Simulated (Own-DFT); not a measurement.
Simulation results for SiGe (layered order of Si and Ge on the diamond lattice, atoms displaced), Al₃GaAs₄ (zincblende random alloy, strained, atoms displaced), AlGa₃N₄ (wurtzite random alloy, strained, atoms displaced), Al₃GaN₄ (wurtzite random alloy, strained, atoms displaced)

A calculation, not a measurement: plane-wave PBE density functional theory by an unreviewed code, no spin, of a simulated periodic cell, stress positive in tension, free energy of the whole cell less one offset for each atom, forces on such cells passed a denser k mesh, this cell's mesh not checked; offsets are fitted by least squares, one for each functional and potential file, so energies compare only between cells with the same atoms and settings and are not formation energies; the far tail of each file's local potential was reset to the Coulomb form; each entry is a single point on an unrelaxed cell, so the pressure reflects the starting lattice, mostly measured values, from which strain is counted, and rises with the displacements; printed positions are rounded, which can move forces by about a meV/angstrom; the program is a retired in-house code; no spin-orbit coupling. Program: Own-DFT development build.

Common to all runs: functional PBE.

(1) SiGe (layered order of Si and Ge on the diamond lattice, atoms displaced)

```
SiGe
1.0
     11.0890     0.0000     0.0000
      0.0000    11.0890     0.0000
      0.0000     0.0000    11.0890
Ge Si Ge Si Ge Si Ge Si
8 8 8 8 8 8 8 8
Direct
  0.00042 0.99925 0.99821
  0.99994 0.24124 0.25103
  0.24611 0.00134 0.25211
  0.24526 0.24665 0.00544
  0.13017 0.12934 0.12530
  0.12870 0.37309 0.37920
  0.36578 0.12514 0.38211
  0.37372 0.37415 0.12611
  0.98974 0.99768 0.49805
  0.99664 0.24606 0.76194
  0.25027 0.99899 0.74605
  0.25453 0.25452 0.49760
  0.12629 0.12514 0.62156
  0.12946 0.37667 0.86608
  0.37618 0.12379 0.87485
  0.37029 0.38445 0.62709
  0.99607 0.49989 0.99268
  0.99180 0.74971 0.24229
  0.25049 0.51017 0.25634
  0.24741 0.75289 0.00354
  0.12785 0.62669 0.12454
  0.12157 0.87421 0.37487
  0.38304 0.61843 0.37273
  0.37757 0.88031 0.12828
  0.99556 0.49375 0.51758
  0.99466 0.74799 0.75004
  0.24587 0.49835 0.75063
  0.24460 0.74928 0.51177
  0.12682 0.62821 0.61758
  0.12928 0.87415 0.88130
  0.37597 0.63168 0.87355
  0.37857 0.87176 0.62305
  0.50480 0.00435 0.99943
  0.50141 0.24727 0.25411
  0.74842 0.00412 0.25624
  0.75253 0.24287 0.00491
  0.62012 0.11918 0.13288
  0.62413 0.36454 0.37162
  0.88438 0.11928 0.37879
  0.87309 0.37327 0.12530
  0.50106 0.00463 0.50928
  0.50314 0.25709 0.75030
  0.75244 0.99725 0.74921
  0.75670 0.24470 0.49773
  0.63044 0.12352 0.63058
  0.62672 0.37324 0.88592
  0.87384 0.11304 0.86721
  0.87818 0.37158 0.61878
  0.49995 0.50087 0.00550
  0.50513 0.75543 0.25457
  0.75239 0.50571 0.25145
  0.75725 0.75035 0.00031
  0.61878 0.62193 0.12327
  0.61977 0.87969 0.39215
  0.87862 0.62774 0.37617
  0.87842 0.87409 0.12328
  0.50564 0.50659 0.50403
  0.49025 0.74655 0.74376
  0.75523 0.50331 0.75126
  0.74532 0.75882 0.49859
  0.62375 0.63269 0.62567
  0.62151 0.87600 0.87454
  0.87847 0.63013 0.87987
  0.87902 0.87588 0.63088
```

| Item | Value |
| --- | --- |
| potential files | PseudoDojo norm-conserving, scalar-relativistic, standard set |
| wave cutoff | 42 hartree |
| occupations | Fermi-Dirac |
| smearing width | 0.1 eV |
| k mesh | 3 x 3 x 3 centred on Gamma |
| free energy of cell above offsets | -3.907 eV |
| pressure | 3.34 GPa |
| stress xx | -3.33 GPa |
| stress yy | -3.44 GPa |
| stress zz | -3.26 GPa |
| stress yz | 0.67 GPa |
| stress xz | -0.36 GPa |
| stress xy | -0.38 GPa |

Force:
| element | x (eV/Å) | y (eV/Å) | z (eV/Å) |
| --- | --- | --- | --- |
| Ge | 0.51 | 0.291 | -0.219 |
| Ge | 0.398 | 1.43 | -0.018 |
| Ge | 0.281 | -0.253 | 0.083 |
| Ge | 1.237 | 1.184 | -2.119 |
| Ge | -1.391 | -1.293 | 0.303 |
| Ge | -1.001 | 0.595 | 0.026 |
| Ge | 1.363 | -0.347 | -0.087 |
| Ge | -0.309 | 0.174 | 0.609 |
| Si | 2.087 | -0.711 | 1.605 |
| Si | 0.567 | 0.215 | -1.705 |
| Si | 0.18 | -0.173 | 0.381 |
| Si | -0.495 | 0.128 | 1.733 |
| Si | -0.52 | 0.158 | 0.184 |
| Si | -0.933 | -0.727 | 1.12 |
| Si | -0.17 | 0.482 | -0.703 |
| Si | 1.014 | -0.594 | -0.372 |
| Ge | 1.157 | -0.499 | 0.364 |
| Ge | 1.559 | -0.329 | 0.956 |
| Ge | -0.4 | -1.511 | -0.7 |
| Ge | 1.105 | 0.006 | -0.419 |
| Ge | -0.932 | -0.526 | -0.15 |
| Ge | -0.36 | -0.485 | 0.628 |
| Ge | -0.172 | 1.604 | 1.498 |
| Ge | 0.005 | -0.225 | -0.186 |
| Si | 1.444 | 1.302 | -2.162 |
| Si | 1.451 | 0.199 | 0.281 |
| Si | 0.566 | 1.435 | -0.37 |
| Si | 1.435 | 0.603 | -1.987 |
| Si | -1.254 | -1.075 | 2.037 |
| Si | -0.657 | 0.213 | -1.74 |
| Si | -0.641 | -1.069 | 0.21 |
| Si | -0.853 | 0.691 | 0.256 |
| Ge | -0.727 | -0.534 | -0.598 |
| Ge | -1.505 | -0.435 | -0.393 |
| Ge | 0.265 | -1.196 | 0.149 |
| Ge | -0.277 | -0.493 | -0.774 |
| Ge | 0.758 | 0.742 | -0.45 |
| Ge | 1.038 | 1.589 | 1.526 |
| Ge | -1.485 | 0.781 | -0.307 |
| Ge | 0.465 | 0.144 | 0.253 |
| Si | -0.744 | 0.355 | 0.299 |
| Si | -0.336 | -0.228 | 0.237 |
| Si | -0.775 | -0.578 | -0.074 |
| Si | -0.542 | 0.076 | 0.424 |
| Si | -0.104 | 0.725 | -0.152 |
| Si | 0.361 | 0.339 | -1.264 |
| Si | -0.048 | 0.977 | 1.037 |
| Si | -1.231 | -0.932 | 2.225 |
| Ge | -0.841 | -0.375 | -1.635 |
| Ge | -0.257 | -0.084 | -0.091 |
| Ge | -0.592 | -0.776 | 0.038 |
| Ge | -1.609 | 0.04 | -0.407 |
| Ge | 1.386 | 1.228 | 0.687 |
| Ge | 0.237 | 0.541 | -1.333 |
| Ge | -0.366 | -0.304 | 1.394 |
| Ge | -1.163 | 1.28 | 0.187 |
| Si | -0.035 | -1.222 | 0.166 |
| Si | 1.191 | 0.588 | 0.693 |
| Si | -0.507 | -0.303 | 0.069 |
| Si | 1.277 | -1 | 1.373 |
| Si | 0.768 | -0.457 | 0.195 |
| Si | 0.43 | -0.663 | -0.676 |
| Si | -0.479 | -0.464 | -1.446 |
| Si | -0.822 | -0.254 | -0.693 |

(2) Al₃GaAs₄ (zincblende random alloy, strained, atoms displaced)

```
Al3GaAs4
1.0
     11.3837    -0.0913     0.1397
     -0.0913    11.5089    -0.1262
      0.1397    -0.1262    11.3115
Al Ga Al As Ga Al Ga Al As Al Ga As Al As Al As Al Ga As Al As Ga Al Ga As
1 1 2 4 1 1 1 1 4 3 1 4 4 4 4 4 3 1 4 4 4 2 1 1 4
Direct
  0.99400 0.99555 0.99667
  0.99601 0.24736 0.24279
  0.24372 0.99503 0.24861
  0.25512 0.25096 0.00295
  0.12693 0.12357 0.13024
  0.12098 0.37250 0.38004
  0.37757 0.12580 0.37215
  0.37449 0.37902 0.12363
  0.00366 0.00126 0.49999
  0.00301 0.25333 0.74972
  0.25752 0.99575 0.75248
  0.25049 0.25315 0.50067
  0.13450 0.12835 0.61819
  0.12863 0.37802 0.87242
  0.37659 0.13165 0.87143
  0.37600 0.38043 0.63447
  0.99923 0.50177 0.99658
  0.00100 0.74901 0.25012
  0.25775 0.50485 0.24835
  0.25041 0.75258 0.00121
  0.12756 0.63480 0.12099
  0.12324 0.87185 0.37006
  0.36802 0.62369 0.37553
  0.37766 0.86871 0.13134
  0.99887 0.49838 0.50274
  0.00554 0.74739 0.75423
  0.25821 0.49829 0.75056
  0.25028 0.74622 0.51091
  0.13355 0.62169 0.62055
  0.12715 0.87638 0.87723
  0.37066 0.62718 0.87380
  0.36646 0.87507 0.61995
  0.50055 0.99982 0.99912
  0.49729 0.25626 0.24343
  0.75170 0.00121 0.24917
  0.74527 0.25351 0.00147
  0.62891 0.13223 0.11607
  0.63035 0.37700 0.37974
  0.87373 0.12633 0.37443
  0.87430 0.37121 0.12084
  0.50832 0.00196 0.50050
  0.49653 0.24160 0.74199
  0.75346 0.99732 0.74370
  0.74599 0.24984 0.50298
  0.62004 0.12988 0.62281
  0.62742 0.37605 0.87785
  0.87851 0.12242 0.88158
  0.87379 0.37017 0.63540
  0.49275 0.49686 0.99927
  0.49857 0.75535 0.24665
  0.74682 0.49404 0.25160
  0.74861 0.74918 0.00023
  0.63046 0.62636 0.12974
  0.63152 0.87420 0.37837
  0.87409 0.62717 0.36637
  0.87337 0.87809 0.12265
  0.49893 0.49588 0.50257
  0.49424 0.74991 0.74907
  0.75457 0.50058 0.74747
  0.75048 0.75010 0.50314
  0.62668 0.62202 0.62606
  0.62444 0.87523 0.87007
  0.87407 0.62172 0.87258
  0.87668 0.86842 0.62500
```

| Property | Result |
| --- | --- |
| potential files | PseudoDojo norm-conserving, scalar-relativistic, standard set |
| wave cutoff | 42 hartree |
| occupations | Fermi-Dirac |
| smearing width | 0.1 eV |
| k mesh | 3 x 3 x 3 centred on Gamma |
| free energy of cell above offsets | -18.573 eV |
| pressure | 1.76 GPa |
| stress xx | -1.82 GPa |
| stress yy | -1.32 GPa |
| stress zz | -2.14 GPa |
| stress yz | -1.29 GPa |
| stress xz | 2.1 GPa |
| stress xy | -1.17 GPa |

Force:
| element | x (eV/Å) | y (eV/Å) | z (eV/Å) |
| --- | --- | --- | --- |
| Al | 0.755 | 0.627 | 0.403 |
| Ga | 0.126 | 0.458 | 0.669 |
| Al | 0.655 | 0.53 | 0.235 |
| Al | -0.956 | 0.023 | -0.262 |
| As | 0.014 | -0.362 | -1.048 |
| As | 0.488 | 0.17 | -0.9 |
| As | 0.011 | -0.189 | 0.056 |
| As | -0.026 | -0.409 | 0.338 |
| Ga | -0.241 | 0.025 | -0.195 |
| Al | 0.198 | -0.833 | 0.199 |
| Ga | -0.855 | 0.828 | -0.052 |
| Al | 0.598 | 0.489 | -0.571 |
| As | -0.685 | -0.685 | 1.226 |
| As | 0.16 | -0.336 | 0.532 |
| As | -0.029 | -1.101 | 0.77 |
| As | 0.548 | -1.406 | -1.08 |
| Al | 0.178 | 0.133 | 0.22 |
| Al | -0.409 | 0.49 | -0.556 |
| Al | -1.729 | -0.325 | 0.006 |
| Ga | 0.167 | 0.387 | -0.405 |
| As | -0.292 | -1.429 | 0.446 |
| As | 0.327 | -0.264 | 1.048 |
| As | 1.382 | 0.579 | 0.485 |
| As | -0.298 | 1.14 | -0.894 |
| Al | -0.478 | 0.284 | -0.246 |
| Al | -0.031 | -0.117 | -0.484 |
| Al | -1.276 | 0.872 | 0.287 |
| Al | -0.395 | 0.452 | -1.888 |
| As | -1.005 | -0.681 | 1.28 |
| As | 0.114 | -0.115 | -0.019 |
| As | 0.514 | -0.226 | 0.496 |
| As | 1.779 | 0.251 | 0.292 |
| Al | -0.175 | 0.182 | -0.059 |
| Al | 0.493 | -0.322 | 0.488 |
| Al | -0.442 | 0.399 | -0.138 |
| Al | 0.752 | 0.212 | -1.058 |
| As | -0.812 | -1.125 | 1.307 |
| As | -0.81 | -0.669 | -0.247 |
| As | 0.084 | -0.185 | 0.306 |
| As | 0.242 | 0.51 | 0.284 |
| Al | -1.029 | -0.215 | -0.599 |
| Al | 0.211 | 1.761 | 0.833 |
| Al | -0.164 | 0.615 | 0.413 |
| Ga | 0.582 | 0.257 | -0.327 |
| As | 1.128 | -1.122 | 0.285 |
| As | -0.477 | -0.2 | -0.699 |
| As | -0.417 | 0.447 | -0.939 |
| As | 0.29 | 0.099 | -1 |
| Al | 0.964 | 1.057 | -0.334 |
| Al | 0.604 | -0.888 | 1.07 |
| Al | 0.551 | 0.631 | -0.455 |
| Al | -0.019 | 0.243 | -0.347 |
| As | -0.789 | -0.54 | -0.308 |
| As | -0.405 | -0.012 | -0.336 |
| As | 0.045 | -0.735 | 0.98 |
| As | 0.122 | -0.794 | 0.364 |
| Ga | -0.075 | 0.641 | -0.308 |
| Ga | 0.204 | 0.183 | -0.357 |
| Al | -0.904 | 0.002 | 0.357 |
| Ga | -0.022 | -0.415 | -0.494 |
| As | -0.175 | 0.108 | 0.072 |
| As | 0.096 | -0.169 | 0.265 |
| As | 0.312 | 0.43 | 0.386 |
| As | 0.728 | 0.353 | 0.204 |

(3) AlGa₃N₄ (wurtzite random alloy, strained, atoms displaced)

```
AlGa3N4
1.0
      9.5092     0.0000     0.0000
     -4.7546     8.2353     0.0000
      0.0000     0.0000    10.3198
Al Ga N Ga N Ga N Ga N Al Ga N Ga N Ga N Ga Al N Al Ga N Ga N Ga Al N Ga N Ga N Ga N Ga N Al N Ga N Al N
1 1 2 2 2 2 2 2 2 1 1 2 2 2 2 2 1 1 2 1 1 2 2 2 1 1 2 2 2 2 2 2 2 2 2 2 2 2 2 2 2
Direct
  0.11230 0.22538 0.99782
  0.21447 0.10861 0.24069
  0.12560 0.22871 0.19163
  0.22111 0.10965 0.44668
  0.11486 0.23292 0.49234
  0.22618 0.11599 0.75003
  0.10738 0.22164 0.69123
  0.22070 0.09850 0.93982
  0.10435 0.54606 0.00659
  0.22111 0.43163 0.25127
  0.09788 0.54548 0.18822
  0.22445 0.44295 0.43927
  0.11157 0.55861 0.50650
  0.21548 0.44952 0.75347
  0.10816 0.55001 0.68493
  0.20801 0.43255 0.93653
  0.11431 0.88850 0.99922
  0.21354 0.77569 0.24463
  0.11034 0.88764 0.19210
  0.22358 0.77980 0.44671
  0.11775 0.89991 0.49372
  0.21184 0.76767 0.74954
  0.11884 0.88554 0.69089
  0.21853 0.77437 0.93749
  0.44713 0.22107 0.00181
  0.56702 0.11233 0.24657
  0.44070 0.22571 0.19326
  0.55972 0.12558 0.43949
  0.44668 0.22584 0.49241
  0.54076 0.10133 0.74790
  0.43560 0.21046 0.68239
  0.55501 0.11196 0.95112
  0.44117 0.55948 0.00042
  0.55292 0.44372 0.25709
  0.44545 0.55342 0.18781
  0.54882 0.44092 0.43731
  0.44282 0.54775 0.49320
  0.55876 0.44344 0.74042
  0.45009 0.54943 0.68887
  0.55852 0.45199 0.93775
  0.44530 0.88949 0.00307
  0.54473 0.76995 0.25486
  0.44802 0.89124 0.18870
  0.55066 0.76927 0.43857
  0.44844 0.89595 0.50620
  0.56007 0.77838 0.74819
  0.44801 0.88665 0.69201
  0.56077 0.77521 0.93947
  0.77980 0.22377 0.99043
  0.89659 0.11436 0.24617
  0.77323 0.22983 0.18237
  0.88346 0.10295 0.43869
  0.76743 0.21156 0.49567
  0.89359 0.12231 0.75461
  0.78504 0.22102 0.69152
  0.88866 0.10842 0.94027
  0.77958 0.55739 0.00207
  0.88597 0.44854 0.23728
  0.77936 0.55788 0.19360
  0.88539 0.44521 0.43536
  0.78265 0.55509 0.49596
  0.87799 0.43894 0.74930
  0.78146 0.55510 0.68872
  0.88160 0.43400 0.93730
  0.77526 0.89376 0.00363
  0.89294 0.78935 0.25510
  0.79505 0.89501 0.18763
  0.89158 0.76954 0.43265
  0.77591 0.88799 0.50696
  0.89236 0.78240 0.74756
  0.78324 0.89275 0.69414
  0.88420 0.78670 0.93632
```

| Quantity | Value |
| --- | --- |
| potential files | PseudoDojo norm-conserving, scalar-relativistic, standard set with the stringent files for Ga |
| wave cutoff | 96 hartree |
| occupations | Gaussian |
| smearing width | 0.01 eV |
| k mesh | 4 x 4 x 3 centred on Gamma |
| free energy of cell above offsets | -8.820 eV |
| pressure | 6.43 GPa |
| stress xx | -6.92 GPa |
| stress yy | -8.23 GPa |
| stress zz | -4.15 GPa |
| stress yz | 1.19 GPa |
| stress xz | -0.51 GPa |
| stress xy | 1.53 GPa |

Force:
| element | x (eV/Å) | y (eV/Å) | z (eV/Å) |
| --- | --- | --- | --- |
| Al | 0.635 | -1.816 | 0.051 |
| Ga | 2.575 | -0.414 | 1.883 |
| N | -2.491 | -1.493 | -2.621 |
| N | -0.554 | 1.935 | -2.102 |
| Ga | -0.22 | -2.529 | 2.002 |
| Ga | -1.01 | -1.058 | 0.078 |
| N | 0.849 | 0.739 | -0.65 |
| N | -1.069 | 1.733 | 0.599 |
| Ga | -0.298 | 0.712 | -1.403 |
| Ga | -0.728 | 3.324 | 0.488 |
| N | 2.513 | 1.187 | 0.37 |
| N | -1.028 | 1.241 | -0.749 |
| Ga | -0.469 | -0.499 | -2.074 |
| Ga | 2.01 | -1.033 | -0.866 |
| N | -1.556 | -0.131 | 1.618 |
| N | 1.488 | 1.468 | 1.285 |
| Al | -1.155 | -0.984 | -0.162 |
| Ga | 1.595 | -0.425 | 1.518 |
| N | -0.139 | 0.259 | -1.92 |
| N | 0.462 | 0.159 | -1.424 |
| Ga | -0.127 | -2.398 | 1.638 |
| Ga | 1.124 | 0.471 | 0.256 |
| N | -2.437 | 0.449 | -0.552 |
| N | -0.058 | -0.313 | 1.018 |
| Ga | -1.054 | 1.249 | 0.335 |
| Ga | -2.31 | 0.017 | 0.512 |
| N | 0.878 | -0.767 | -0.256 |
| N | 0.109 | -2.602 | -1.049 |
| Ga | -1.09 | -0.602 | 0.978 |
| Al | 1.291 | 0.966 | 0.866 |
| N | 1.694 | 1.065 | 0.479 |
| N | 0.216 | -0.723 | -2.864 |
| Al | 0.907 | -0.894 | -0.437 |
| Ga | 0.784 | 0.119 | -1.753 |
| N | -0.882 | 1.127 | -0.401 |
| N | 2.055 | 1.101 | 0.881 |
| Ga | -0.563 | 0.949 | 1.877 |
| Ga | 0.249 | -0.808 | 1.603 |
| N | -2.066 | 0.839 | -0.601 |
| N | -0.877 | -0.773 | 0.021 |
| Ga | 0.119 | -0.639 | -0.753 |
| Al | 0.896 | 0.73 | -0.576 |
| N | 0.223 | -1.269 | 0.881 |
| N | 0.635 | 1.626 | -0.12 |
| Ga | -0.176 | -0.61 | -0.935 |
| Ga | 0.365 | -0.725 | 0.469 |
| N | -0.693 | 0.25 | 0.303 |
| N | -1.768 | -0.401 | 0.232 |
| Ga | -0.133 | -1.341 | 1.282 |
| Ga | -1.226 | 0.27 | 0.378 |
| N | 2.439 | -0.689 | -0.183 |
| N | 0.249 | -0.01 | -0.259 |
| Ga | 1.927 | 2.203 | 1.025 |
| Ga | 0.875 | -1.64 | -0.176 |
| N | -3.285 | 0.445 | -0.322 |
| N | 0.716 | 1.285 | 0.645 |
| Ga | -0.703 | 0.585 | -0.255 |
| Ga | -0.429 | -0.985 | 2.525 |
| N | -1.398 | 0.9 | -0.817 |
| N | 0.5 | -0.427 | 0.258 |
| Al | -0.378 | -0.154 | 0.279 |
| Al | 1.036 | 0.103 | -0.097 |
| N | 0.348 | 0.805 | -1.059 |
| N | 0.007 | 2.379 | -1.298 |
| Ga | 0.844 | -0.652 | -0.268 |
| Ga | 0.754 | -2.007 | -0.819 |
| N | -3.308 | -0.017 | 0.314 |
| N | -1.477 | 0.81 | 2.646 |
| Al | 0.559 | -0.581 | -0.685 |
| Al | 0.4 | -0.193 | 0.617 |
| N | 0.434 | -0.229 | -1.441 |
| N | 2.395 | -0.673 | -0.26 |

(4) Al₃GaN₄ (wurtzite random alloy, strained, atoms displaced)

```
Al3GaN4
1.0
      9.1354     0.0000     0.0000
     -4.5677     7.9115     0.0000
      0.0000     0.0000    10.0655
Al N Al Ga N Ga Al N Al Ga N Al N Ga Al N Al N Al N Al N Ga Al N Ga Al N Ga Al N Al N Al N Al N Al Ga N Al Ga N Al N
2 2 1 1 2 1 1 2 1 1 2 2 2 1 1 2 2 2 2 2 2 2 1 1 2 1 1 2 1 1 2 2 2 2 2 2 2 1 1 2 1 1 2 2 2
Direct
  0.09676 0.21241 0.00096
  0.20966 0.11085 0.24422
  0.11445 0.22566 0.18086
  0.21185 0.10471 0.44584
  0.10812 0.21952 0.50133
  0.22975 0.11026 0.74466
  0.10986 0.21705 0.69383
  0.21838 0.10863 0.94649
  0.11727 0.55882 0.00019
  0.22004 0.44054 0.25322
  0.11431 0.55934 0.18867
  0.22731 0.45355 0.43571
  0.12453 0.57568 0.49938
  0.22861 0.44396 0.74948
  0.11944 0.55757 0.68320
  0.21615 0.43408 0.94534
  0.12346 0.89839 0.00203
  0.20530 0.76649 0.24962
  0.11522 0.88922 0.19340
  0.21136 0.77171 0.43606
  0.11083 0.88097 0.49475
  0.22363 0.78043 0.74934
  0.10692 0.89707 0.69998
  0.21894 0.77620 0.94073
  0.44363 0.22792 0.99790
  0.55007 0.11702 0.24891
  0.44190 0.21815 0.19669
  0.55423 0.11166 0.43433
  0.43994 0.21618 0.49927
  0.55092 0.10114 0.75650
  0.44551 0.22686 0.68901
  0.56091 0.11180 0.93897
  0.43912 0.55222 0.99819
  0.56834 0.44898 0.25886
  0.44500 0.54772 0.18705
  0.55659 0.44181 0.43681
  0.45938 0.55817 0.50610
  0.56436 0.46566 0.73696
  0.44591 0.55729 0.68980
  0.55471 0.44060 0.94229
  0.44779 0.87876 0.99940
  0.56091 0.78369 0.26028
  0.45350 0.88735 0.19268
  0.55621 0.77523 0.43840
  0.44084 0.88225 0.50506
  0.54896 0.77213 0.74386
  0.43312 0.88241 0.68562
  0.54858 0.78640 0.94004
  0.77652 0.22316 0.00215
  0.88960 0.11370 0.24712
  0.77418 0.22965 0.19250
  0.88518 0.11200 0.44315
  0.76791 0.21658 0.49586
  0.88822 0.10468 0.75083
  0.77442 0.22367 0.68376
  0.87962 0.10032 0.94296
  0.76455 0.55541 0.99740
  0.88236 0.42906 0.24764
  0.78983 0.55667 0.18123
  0.87827 0.43671 0.43630
  0.78229 0.55483 0.50209
  0.88967 0.43824 0.75412
  0.78797 0.56456 0.68578
  0.89188 0.44799 0.93230
  0.76952 0.88555 0.99565
  0.88942 0.77989 0.25640
  0.78573 0.88165 0.18307
  0.88518 0.77973 0.43890
  0.77722 0.89007 0.50365
  0.88415 0.78065 0.74885
  0.77898 0.88538 0.69591
  0.88082 0.77059 0.94265
```

| Quantity | Value |
| --- | --- |
| potential files | PseudoDojo norm-conserving, scalar-relativistic, standard set with the stringent files for Ga |
| wave cutoff | 96 hartree |
| occupations | Gaussian |
| smearing width | 0.01 eV |
| k mesh | 4 x 4 x 3 centred on Gamma |
| free energy of cell above offsets | -17.844 eV |
| pressure | 20.19 GPa |
| stress xx | -22.93 GPa |
| stress yy | -25.33 GPa |
| stress zz | -12.3 GPa |
| stress yz | -0.24 GPa |
| stress xz | 0.22 GPa |
| stress xy | 2.76 GPa |

Force:
| element | x (eV/Å) | y (eV/Å) | z (eV/Å) |
| --- | --- | --- | --- |
| Al | 1.277 | 0.399 | -0.797 |
| Al | 2.525 | -0.061 | 1.365 |
| N | -1.927 | -0.296 | 1.513 |
| N | 0.686 | 1.671 | -1.784 |
| Al | -0.518 | 1.285 | 0.539 |
| Ga | -1.161 | 1.562 | 2.306 |
| N | -1.072 | 0.3 | -1.328 |
| N | 0.23 | 1.533 | -0.62 |
| Ga | -1.184 | -0.949 | 0.466 |
| Al | 0.759 | 1.422 | -0.925 |
| N | -0.108 | -2.523 | 0.813 |
| N | -0.163 | -1.204 | 1.112 |
| Al | -0.484 | -6.151 | 0.687 |
| Ga | -1.807 | -1.083 | 1.149 |
| N | -0.712 | 1.05 | 0.17 |
| N | 0.959 | 0.222 | -1.199 |
| Al | -1.714 | -2.66 | 0.522 |
| Al | 2.519 | 2.018 | -0.007 |
| N | -0.243 | 0.839 | -1.07 |
| N | 2.177 | 1.929 | -1.859 |
| Ga | -2.249 | 1.409 | 2.377 |
| Al | -2.194 | -1.16 | 1.197 |
| N | 1.365 | -3.889 | -1.849 |
| N | 0.146 | 1.498 | -1.573 |
| Al | 0.511 | -1.655 | 1.245 |
| Al | 1.494 | -2.317 | 0.227 |
| N | -1.811 | 1.509 | -1.435 |
| N | -0.756 | -0.799 | 0.412 |
| Al | -0.18 | 0.284 | -0.012 |
| Al | -0.044 | 1.971 | -1.031 |
| N | 2.349 | 1.257 | -0.744 |
| N | -1.444 | 0.346 | 0.091 |
| Al | 0.616 | 0.141 | 1.248 |
| Al | -0.77 | -0.373 | -2.807 |
| N | 0.004 | 1.155 | 0.74 |
| N | 1.381 | -0.529 | 1.45 |
| Ga | -2.087 | -1.003 | -1.818 |
| Al | 2.729 | -3.564 | 2.547 |
| N | 0.097 | 1.125 | -0.004 |
| N | -1.909 | 1.013 | -2.535 |
| Ga | -5.803 | 3.7 | 3.407 |
| Al | 0.685 | -1.541 | -2.734 |
| N | -1.909 | 0.391 | 0.64 |
| N | 0.815 | 1.169 | 1.159 |
| Ga | -0.451 | 1.155 | -2.323 |
| Al | -0.004 | 1.898 | 1.775 |
| N | 1.663 | 0.796 | 1.708 |
| N | 6.217 | -5.085 | -4.02 |
| Al | 0.256 | 0.673 | -0.223 |
| Al | -0.251 | -0.85 | 0.207 |
| N | 1.174 | -4.229 | -1.895 |
| N | 0.469 | -0.485 | -1.171 |
| Al | 0.687 | 1.083 | 0.92 |
| Al | -0.971 | 1.424 | 0.372 |
| N | 0.459 | -2.72 | 0.184 |
| N | -0.576 | 1.563 | -1.011 |
| Al | 3.04 | 0.179 | 0.788 |
| Al | 0.166 | 5.21 | 1.307 |
| N | -1.034 | -1.16 | 1.146 |
| N | 1.496 | 1.174 | -0.043 |
| Al | -0.174 | -0.071 | -0.648 |
| Ga | 0.132 | 1.039 | -1.645 |
| N | -1.078 | -0.237 | -0.328 |
| N | -1.032 | -0.962 | 2.821 |
| Al | 1.228 | -1.276 | 1.026 |
| Ga | 1.355 | -1.478 | -1.355 |
| N | -3.558 | 2.355 | 0.26 |
| N | -0.642 | -1.089 | 1.716 |
| Al | 0.305 | 0.365 | 0.048 |
| Al | 2.357 | -0.735 | 2.19 |
| N | -2.635 | 0.238 | -1.814 |
| N | 0.326 | 1.782 | -1.243 |
